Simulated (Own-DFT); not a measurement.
# Stretching a layer in its plane: wurtzite AlGaN with randomly placed atoms, 72 atoms (Al27Ga9N36)

Source: density functional calculations with Own-DFT, an unreviewed in-house program that is no longer used. Nothing was measured or relaxed, and spin and spin-orbit coupling are left out.

Settings: PBEsol; PseudoDojo norm-conserving scalar-relativistic files, made for PBE; cutoff 42 hartree; 4 x 4 x 3 k mesh centred on Gamma; Fermi-Dirac smearing of 0.1 eV.

Limits: forces on such cells passed a denser k mesh, each cell not checked; stress not checked against mesh or cutoff.

Unstrained cell vectors in Å: (9.394, 0.000, 0.000); (-4.697, 8.135, 0.000); (0.000, 0.000, 10.066). The unstrained cell has measured lattice constants (interpolated for alloys), not those of this functional. That, the random moves and any unrelaxed bonds set the pressure at no strain. Each run strains x and y alike by e, as a substrate would, and holds the height along z. Random moves of width 0.05 Å per axis were added to every atom. The random placing of the alloy's atoms differs from row to row. Stress is positive in tension.

```
e (%)  u (Å)  (s_xx + s_yy)/2 (GPa)  s_zz (GPa)
-2.75  0.055                 -22.05       -7.92
-2.50  0.050                 -20.88       -6.10
-1.00  0.050                      ?           ?
 0.25  0.049                  -2.12       -2.27
 1.00  0.047                   1.19       -0.97
 1.25  0.046                   3.67       -1.14
 1.75  0.053                   4.57       -0.33
 2.00  0.051                   6.37       -0.28
 2.25  0.045                   7.60        1.14
 2.75  0.052                   9.85       -0.54
```

## Working it out

With e as a fraction, the in-plane stress is -3.9 + 582 e - 3325 e² GPa (errors 10 and 703, scatter 0.54), and s_zz is -3.0 + 144 e GPa (slope ± 15, scatter 0.83). At e = 0 the first slope is C11 + C12 and the second 2 C13, both with the ions held to the strained lattice and at the cell's own pressure. The term in e² is negative: the layer stiffens under compression and softens under tension. A free layer would change its height as e changes, and the in-plane slope would drop by 2 C13²/C33 to the biaxial modulus. At fixed height, a misfit of 1 % moves the in-plane stress by about 5.8 GPa and s_zz by 1.4 GPa.

## Test on the hidden row

Asked: what are the two stresses at e = -1.00 %?

The fitted form gives -10.0 and -4.4 GPa. The run itself gave -9.97 and -4.07 GPa.
